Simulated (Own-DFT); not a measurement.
# One trend across several semiconductors

Source: density functional calculations with Own-DFT, an unreviewed in-house program that is no longer used. Nothing was measured or relaxed, and spin and spin-orbit coupling are left out.

Known weak points (not all hold for every row): forces on such cells moved up to 12 meV/angstrom on a denser k mesh; forces not confirmed at this smearing and k mesh; k mesh not checked against a denser one; forces on such cells passed a denser k mesh, each cell not checked; stress not checked against mesh or cutoff.

All runs are PBE with PseudoDojo norm-conserving files; cutoff and k mesh are each material's own. Every cell starts from measured lattice constants and was given uniform random strains and small random moves of its atoms. Each triple is the change of volume in per cent, the rms move u in Å and the pressure in GPa.

- 3C SiC (C48Si48), 10.36 Å³/atom unstrained: (-2.73, 0.049, 12.24); (-2.07, 0.051, 10.20); (-1.66, 0.052, 10.21); (-0.22, 0.049, 6.38); (0.44, 0.046, 4.45); (1.93, 0.047, 1.15); (1.95, 0.052, 1.11)
- wurtzite AlN (Al64N64), 10.45 Å³/atom unstrained: (-1.69, 0.052, 9.56); (-0.34, 0.049, 6.06); (-0.18, 0.049, 6.20); (0.99, 0.050, 3.58); (1.41, 0.048, 2.94); (1.92, 0.048, 1.76); (2.80, 0.051, 0.83)
- wurtzite GaN (Ga36N36), 11.42 Å³/atom unstrained: withheld
- diamond silicon (Si64), 20.02 Å³/atom unstrained: (-3.67, 0.051, 6.66); (-2.75, 0.052, 5.55); (-1.66, 0.049, 4.44); (-0.70, 0.052, 3.54); (-0.52, 0.051, 3.18); (-0.18, 0.047, 2.86); (1.93, 0.051, 0.75)
- zincblende GaAs (As32Ga32), 22.58 Å³/atom unstrained: (-2.21, 0.056, 6.11); (-1.88, 0.050, 5.62); (-1.62, 0.045, 5.32); (-0.39, 0.050, 4.41); (-0.37, 0.048, 4.28); (1.44, 0.052, 3.05); (3.15, 0.051, 1.83)
- grey tin (Sn64), 34.15 Å³/atom unstrained: (-1.86, 0.045, 4.63); (-1.76, 0.048, 4.81); (-0.53, 0.050, 3.95); (-0.41, 0.047, 3.85); (0.26, 0.049, 3.54); (0.49, 0.051, 3.52); (1.71, 0.046, 2.78)

## Worked fit

Fit a line to each set against the fractional change of volume; B is minus its slope, and u is nearly the same within a set. To take it to zero pressure, assume that B rises by 4 GPa for each GPa: B0 = B - 4 x (mean pressure). The bond length of an ideal tetrahedral crystal with the unstrained volume v is d = (√3/4)(8 v)^(1/3). Cohen's empirical rule reads B0 = (1971 - 220 L) d^(-3.5) GPa, with L = 0 for group IV crystals and SiC and 1 for III-V compounds.

```
                  material  L  d (Å)   B (GPa)  mean P (GPa)  B0 (GPa)  rule (GPa)
          3C SiC (C48Si48)  0  1.888   238 ± 7           6.5   212 ± 7         213
    wurtzite AlN (Al64N64)  1  1.893  197 ± 11           4.4  179 ± 11         188
    wurtzite GaN (Ga36N36)  1  1.950         ?             ?         ?         169
    diamond silicon (Si64)  0  2.352   105 ± 2           3.9    90 ± 2          99
zincblende GaAs (As32Ga32)  1  2.448    77 ± 3           4.4    60 ± 3          76
           grey tin (Sn64)  0  2.810    55 ± 3           3.9    39 ± 3          53
```

A line through ln[B0/(1971 - 220 L)] against ln d has a slope of -4.2 ± 0.2 and a scatter of 5 %. Against the rule, B0 stands at 99 % for 3C SiC, 95 % for wurtzite AlN, 91 % for diamond silicon, 78 % for zincblende GaAs, 74 % for grey tin. PBE tends to make silicon and heavier crystals too soft, and the rule itself is only a guide.

## Withheld run

Asked: what B0 does the fitted trend give for wurtzite GaN (Ga36N36)?

From the line: 163 GPa. Its own runs give B = 207 ± 8 GPa at a mean pressure of 7.8 GPa, so B0 = 176 GPa.
